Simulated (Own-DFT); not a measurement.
Simulation results for GaN (wurtzite, strained, atoms displaced)

A calculation, not a measurement: plane-wave PBE density functional theory by an unreviewed code, no spin, of a simulated periodic cell, stress positive in tension, free energy of the whole cell less one offset for each atom, forces on such cells passed a denser k mesh, this cell's mesh not checked; offsets are fitted by least squares, one for each functional and potential file, so energies compare only between cells with the same atoms and settings and are not formation energies; the far tail of each file's local potential was reset to the Coulomb form; each entry is a single point on an unrelaxed cell, so the pressure reflects the starting lattice, mostly measured values (interpolated for alloys), from which strain is counted, and rises with the displacements; printed positions are rounded, which can move forces by about a meV/angstrom; the program, named Own-DFT, is a retired in-house code; no spin-orbit coupling. Program: Own-DFT development build.

Settings shared by all entries: functional PBE; potential files PseudoDojo norm-conserving, scalar-relativistic, standard set with the stringent files for Ga; wave cutoff 96 hartree; occupations Gaussian; smearing width 0.01 eV; k mesh 3 x 4 x 3 centred on Gamma.

(1) GaN (wurtzite, strained, atoms displaced)

```
CELL_PARAMETERS angstrom
12.75600 0.00000 0.00000
-4.78350 8.28530 0.00000
0.00000 0.00000 10.68110
ATOMIC_POSITIONS crystal
Ga 0.08428 0.21479 0.99161
Ga 0.16759 0.10735 0.24464
N 0.07949 0.21613 0.19026
N 0.16555 0.11540 0.43290
Ga 0.08416 0.22343 0.50028
Ga 0.16912 0.10335 0.75150
N 0.08553 0.22431 0.68900
N 0.16138 0.09788 0.93825
Ga 0.07795 0.54612 0.00360
Ga 0.16336 0.44928 0.25115
N 0.08009 0.56095 0.18716
N 0.16197 0.43771 0.45066
Ga 0.08632 0.55799 0.49736
Ga 0.16394 0.43411 0.75092
N 0.08330 0.55359 0.69149
N 0.16478 0.44141 0.92769
Ga 0.09305 0.90319 0.00087
Ga 0.16394 0.78172 0.24834
N 0.08141 0.88814 0.18380
N 0.15835 0.76713 0.43955
Ga 0.07505 0.87971 0.49889
Ga 0.16660 0.78105 0.75974
N 0.08158 0.89519 0.68615
N 0.16890 0.77914 0.93709
Ga 0.33299 0.21973 0.99810
Ga 0.41340 0.11302 0.25413
N 0.33062 0.22319 0.19030
N 0.41012 0.10813 0.44594
Ga 0.33926 0.22664 0.49415
Ga 0.42292 0.12141 0.75113
N 0.33690 0.22850 0.68749
N 0.41799 0.11405 0.94251
Ga 0.33274 0.55917 0.99765
Ga 0.42189 0.45475 0.25937
N 0.33712 0.54877 0.19012
N 0.41917 0.43563 0.43745
Ga 0.33691 0.55907 0.50189
Ga 0.41786 0.44777 0.75386
N 0.33434 0.54186 0.68784
N 0.41168 0.43183 0.93777
Ga 0.33381 0.88789 0.99189
Ga 0.42399 0.78126 0.24499
N 0.33678 0.89474 0.19248
N 0.41771 0.78695 0.44154
Ga 0.33754 0.88825 0.50278
Ga 0.41630 0.77744 0.74503
N 0.32278 0.88010 0.68137
N 0.41317 0.77951 0.94132
Ga 0.59105 0.22997 0.00160
Ga 0.67236 0.11738 0.25112
N 0.57684 0.21846 0.19043
N 0.66714 0.10849 0.44298
Ga 0.58287 0.22145 0.50472
Ga 0.66990 0.10913 0.74551
N 0.58340 0.20995 0.68227
N 0.67453 0.11768 0.93752
Ga 0.58682 0.56108 0.00162
Ga 0.66703 0.45127 0.24437
N 0.57698 0.55433 0.18811
N 0.66916 0.45279 0.42701
Ga 0.58201 0.55028 0.49921
Ga 0.66821 0.44455 0.75026
N 0.56927 0.54076 0.68888
N 0.66807 0.44236 0.94265
Ga 0.58405 0.89748 0.00079
Ga 0.66348 0.77178 0.25371
N 0.58597 0.89003 0.18057
N 0.67118 0.77926 0.43211
Ga 0.58567 0.89182 0.50250
Ga 0.66772 0.76679 0.74941
N 0.58571 0.88726 0.69176
N 0.66789 0.77499 0.93871
Ga 0.82878 0.21573 0.00254
Ga 0.92119 0.11854 0.25173
N 0.82888 0.22548 0.18649
N 0.92317 0.11663 0.43636
Ga 0.83372 0.22431 0.50206
Ga 0.92064 0.11586 0.75087
N 0.82757 0.21294 0.68768
N 0.92065 0.11112 0.93505
Ga 0.83745 0.56050 0.99927
Ga 0.91841 0.44465 0.24256
N 0.83250 0.55000 0.18741
N 0.91376 0.44095 0.43011
Ga 0.82947 0.54989 0.50504
Ga 0.91681 0.43807 0.74585
N 0.83584 0.55148 0.68676
N 0.91838 0.44300 0.93914
Ga 0.82695 0.88223 0.99783
Ga 0.91426 0.77430 0.25280
N 0.83638 0.89017 0.18988
N 0.91706 0.77430 0.44763
Ga 0.83772 0.89271 0.49940
Ga 0.90924 0.77671 0.74081
N 0.83120 0.88686 0.68600
N 0.91096 0.77467 0.94142
```

- free energy of cell above offsets: -5.572 eV
- pressure: 1.6 GPa
- stress xx: -4.8 GPa
- stress yy: -4.72 GPa
- stress zz: 4.73 GPa
- stress yz: 0.83 GPa
- stress xz: 0.26 GPa
- stress xy: -0.39 GPa

Force:
```tsv
element	x (eV/Å)	y (eV/Å)	z (eV/Å)
Ga	-0.573	0.892	1.288
Ga	-0.8	0.573	1.198
N	0.554	1.501	-1.253
N	0.791	-0.865	0.363
Ga	0.722	-0.863	0.581
Ga	-0.387	1.396	-0.571
N	0.171	-1.525	-0.297
N	0.657	3.517	-1.383
Ga	0.654	0.902	-0.884
Ga	1.098	-0.793	0.365
N	1.283	-0.309	-0.349
N	0.948	1.833	-1.925
Ga	-0.919	-1.151	1.234
Ga	-0.09	1.664	-0.905
N	-0.04	0.173	-0.48
N	0.349	0.034	2.15
Ga	-0.855	-4.577	0.839
Ga	0.97	0.227	0.675
N	-0.114	-0.203	0.311
N	0.651	1.92	-0.96
Ga	1.96	1.926	0.517
Ga	-0.662	-0.885	-1.634
N	0.21	-1.641	0.089
N	-0.565	-0.436	0.947
Ga	-0.142	-0.192	1.239
Ga	0.089	-0.078	0.055
N	0.633	0.495	-0.551
N	1.877	-0.004	-1.117
Ga	-2.107	-1.604	1.554
Ga	-0.797	-1.15	-0.033
N	0.056	-0.828	-0.01
N	0.87	-0.179	-1.101
Ga	0.435	-1.204	0.332
Ga	-0.333	-2.149	-0.89
N	-1.999	1.252	-0.387
N	-0.958	2.332	0
Ga	-0.237	-0.619	0.083
Ga	-0.799	-1.917	0.972
N	-1.645	1.938	-0.334
N	-0.007	2.179	0.061
Ga	-0.681	0.9	1.71
Ga	-1.312	-0.132	0.483
N	-0.257	-1.082	-0.721
N	1.755	-1.492	-0.948
Ga	-2.385	0.062	-0.214
Ga	-0.423	-0.531	0.302
N	1.413	0.996	1.425
N	1.562	-0.191	-1.144
Ga	-0.77	-1.353	0.728
Ga	-1.556	-0.795	0.549
N	1.036	0.759	-0.193
N	-0.288	0.576	-0.835
Ga	-0.192	0.158	-1.669
Ga	-0.605	-0.636	1.164
N	-0.345	1.471	1.123
N	-1.593	-0.968	-0.836
Ga	-0.728	-1.404	0.136
Ga	0.216	-1.089	0.126
N	1.207	0.502	-0.588
N	0.101	-1.101	1.568
Ga	0.215	0.76	0.153
Ga	-0.167	-0.651	0.305
N	3.293	1.719	-0.876
N	-0.268	1.021	-1.062
Ga	0.31	-0.739	-0.642
Ga	0.606	1.207	-1.003
N	0.374	0.408	1.061
N	-0.793	-0.284	1.444
Ga	0.369	-0.657	0.084
Ga	-1.014	0.463	0.185
N	0.016	-0.662	-0.377
N	-1.483	0.207	-0.807
Ga	1.764	1.14	-0.089
Ga	-0.75	-1.072	-0.08
N	1.612	-0.328	-0.262
N	-1.227	-0.6	0.334
Ga	0.562	-0.084	-0.528
Ga	-0.027	-0.617	-0.011
N	1.275	1.107	-0.489
N	-1.09	-0.529	0.203
Ga	0.274	-0.533	0.273
Ga	-0.926	-0.175	1.293
N	-0.429	0.906	-0.369
N	0.147	0.247	0.81
Ga	0.556	-0.062	-1.287
Ga	0.407	0.309	0.96
N	-1.019	-0.122	0.182
N	-0.739	-0.501	-0.441
Ga	1.341	1.153	0.988
Ga	0.153	0.1	-0.086
N	-0.878	-0.193	-0.117
N	-1.371	-0.635	-1.471
Ga	-0.414	0.12	-0.272
Ga	1.816	0.051	1.608
N	-0.597	0.495	-0.36
N	0.996	0.797	-1.215
```

(2) GaN (wurtzite, strained, atoms displaced)

```
CELL_PARAMETERS angstrom
12.75600 0.00000 0.00000
-4.78350 8.28530 0.00000
0.00000 0.00000 10.68110
ATOMIC_POSITIONS crystal
Ga 0.08385 0.22656 0.99515
Ga 0.17035 0.11526 0.25557
N 0.07814 0.22180 0.18545
N 0.16899 0.11316 0.43461
Ga 0.08197 0.21563 0.49809
Ga 0.16360 0.10254 0.74864
N 0.08325 0.22694 0.68722
N 0.16347 0.11309 0.93337
Ga 0.08451 0.55002 0.00059
Ga 0.16966 0.44578 0.25754
N 0.08845 0.55933 0.18684
N 0.17456 0.45424 0.44426
Ga 0.07897 0.54897 0.50098
Ga 0.16827 0.44878 0.74752
N 0.08659 0.54941 0.67987
N 0.16528 0.45075 0.93668
Ga 0.08638 0.88488 0.00312
Ga 0.15899 0.76550 0.24585
N 0.08601 0.89732 0.18530
N 0.17875 0.78444 0.43726
Ga 0.08305 0.88882 0.49231
Ga 0.16876 0.77828 0.75061
N 0.08894 0.88935 0.68619
N 0.16614 0.77110 0.93597
Ga 0.32749 0.22197 0.00369
Ga 0.41966 0.11933 0.24850
N 0.33219 0.22399 0.18693
N 0.40996 0.11490 0.43699
Ga 0.32909 0.22423 0.50429
Ga 0.41601 0.10581 0.75062
N 0.33300 0.22173 0.69381
N 0.41714 0.10767 0.94451
Ga 0.33730 0.55843 0.00299
Ga 0.41806 0.44190 0.24967
N 0.33040 0.55359 0.18763
N 0.41916 0.43768 0.43437
Ga 0.32912 0.54649 0.50803
Ga 0.41514 0.45201 0.75001
N 0.33041 0.54836 0.68579
N 0.41454 0.44167 0.93699
Ga 0.33226 0.88384 0.99877
Ga 0.42155 0.77315 0.24393
N 0.33135 0.89373 0.17920
N 0.41333 0.77382 0.43086
Ga 0.33627 0.87933 0.50225
Ga 0.41180 0.77727 0.74668
N 0.33378 0.88545 0.68925
N 0.41078 0.77179 0.93175
Ga 0.58225 0.21755 0.00379
Ga 0.66864 0.11371 0.25382
N 0.58331 0.22321 0.19189
N 0.67787 0.12135 0.43984
Ga 0.57518 0.21889 0.49238
Ga 0.67258 0.10866 0.74557
N 0.58124 0.21830 0.68128
N 0.67093 0.11519 0.93551
Ga 0.58075 0.54857 0.99931
Ga 0.66762 0.44157 0.25128
N 0.57890 0.55712 0.18988
N 0.66758 0.44391 0.44049
Ga 0.58120 0.56383 0.50519
Ga 0.66712 0.44516 0.74699
N 0.58173 0.55317 0.69087
N 0.67186 0.45337 0.93537
Ga 0.58223 0.88050 0.00427
Ga 0.67023 0.78137 0.24784
N 0.58476 0.88627 0.18667
N 0.66633 0.76814 0.44793
Ga 0.58309 0.88307 0.49774
Ga 0.66782 0.77385 0.74519
N 0.58092 0.87824 0.68881
N 0.67306 0.78097 0.93559
Ga 0.83467 0.22785 0.00360
Ga 0.91571 0.09938 0.25044
N 0.83045 0.21759 0.19195
N 0.91400 0.10828 0.44285
Ga 0.83502 0.22213 0.50295
Ga 0.91251 0.10352 0.74982
N 0.83285 0.22210 0.69480
N 0.92036 0.11876 0.94041
Ga 0.83462 0.55213 0.00993
Ga 0.91405 0.45077 0.25375
N 0.83799 0.56025 0.18272
N 0.91315 0.44252 0.44435
Ga 0.83827 0.55092 0.50102
Ga 0.91544 0.44228 0.74715
N 0.83150 0.54702 0.68937
N 0.90852 0.44205 0.92962
Ga 0.82165 0.87560 0.99173
Ga 0.91374 0.77388 0.25396
N 0.83679 0.89294 0.18697
N 0.91677 0.77805 0.43975
Ga 0.82416 0.88312 0.50272
Ga 0.91447 0.77353 0.75537
N 0.82975 0.89438 0.69591
N 0.91935 0.77566 0.93788
```

- free energy of cell above offsets: -5.892 eV
- pressure: 1.28 GPa
- stress xx: -4.88 GPa
- stress yy: -3.75 GPa
- stress zz: 4.78 GPa
- stress yz: -0.65 GPa
- stress xz: -0.19 GPa
- stress xy: -0.71 GPa

Force:
```tsv
element	x (eV/Å)	y (eV/Å)	z (eV/Å)
Ga	0.016	-0.24	0.584
Ga	-0.724	-0.087	-1.315
N	1.099	0.515	0.658
N	-0.598	-0.249	0.514
Ga	-0.364	0.817	0.814
Ga	-0.351	1.426	0.329
N	0.318	-1.113	-0.282
N	0.681	-0.577	0.517
Ga	-1.598	0.389	-0.11
Ga	-0.487	-0.544	-0.428
N	-0.925	-2.061	-0.012
N	-1.378	-1.971	-1.205
Ga	0.753	1.346	-0.32
Ga	-0.111	-1.147	0.813
N	-1.496	0.965	1.003
N	1.657	-0.663	-0.52
Ga	-0.712	0.707	-0.572
Ga	0.919	3.071	0.856
N	-0.12	-1.168	0.853
N	-2.266	-1.459	-0.52
Ga	1.17	-0.143	0.91
Ga	-0.294	-0.847	-0.133
N	-1.17	-0.93	-0.59
N	-0.303	0.332	-0.116
Ga	0.614	-0.543	-0.764
Ga	-0.765	-1.586	0.333
N	0.112	0.182	-0.047
N	0.948	-1.03	-0.265
Ga	0.968	-0.266	0.598
Ga	0.147	1.027	0.479
N	-0.056	0.179	-0.684
N	-0.666	0.383	-0.926
Ga	-0.841	-0.684	-0.341
Ga	-0.865	0.142	0.376
N	0.815	-0.156	-0.151
N	-1.044	1.006	0.636
Ga	1.441	0.989	-1.273
Ga	1.082	-1.568	0.741
N	-0.208	1.274	0.272
N	0.003	0.453	0.063
Ga	-0.214	0.398	0.218
Ga	-2.011	0.589	0.515
N	0.829	-0.553	1.208
N	1.64	-0.239	0.515
Ga	-0.707	1.625	-0.285
Ga	1.507	-0.498	0.632
N	-0.488	0.249	-0.674
N	1.226	0.429	0.485
Ga	0.278	0.546	-0.773
Ga	-0.017	-0.31	0.068
N	0.583	0.047	-0.507
N	-1.844	-1.874	-0.478
Ga	0.775	0.295	0.985
Ga	-2.021	-0.393	0.731
N	0.287	-0.036	0.467
N	-0.493	-1.085	0.444
Ga	0.058	0.472	0.031
Ga	-0.65	0.833	0.59
N	1.528	0.14	-0.562
N	-0.068	0.654	-0.511
Ga	0.932	-3.149	0.15
Ga	0.008	-1.154	0.428
N	-0.093	0.125	-0.46
N	-0.204	-1.125	0.54
Ga	-0.357	1.12	-1.48
Ga	0.255	-0.612	0.462
N	0.092	0.582	0.3
N	-1.099	1.799	-2.205
Ga	-0.746	0.817	0.375
Ga	-0.971	-0.166	1.166
N	-0.455	0.68	-0.636
N	-3.293	-2.144	-0.773
Ga	0.311	-0.635	-0.273
Ga	-0.579	2.118	0.367
N	0.427	1.034	-0.183
N	0.397	-0.356	-0.663
Ga	0.345	0.037	0.838
Ga	0.562	2.457	1.208
N	0.955	-0.049	-1.627
N	-0.714	-1.298	-0.485
Ga	-0.302	0.479	-2.765
Ga	1.566	-1.366	-0.1
N	-0.782	-0.421	1.861
N	1.548	-0.156	-1.512
Ga	-2.396	0.758	0.917
Ga	0.745	0.202	0.598
N	-0.259	1.405	-0.798
N	1.397	0.514	1.325
Ga	3.786	2.926	1.488
Ga	0.385	1.277	-0.486
N	-0.36	-2.065	-0.384
N	-0.342	-0.343	-0.164
Ga	1.961	0.996	0.754
Ga	0.572	0.111	-0.487
N	1.563	-1.845	-1.572
N	-0.454	-0.014	0.394
```
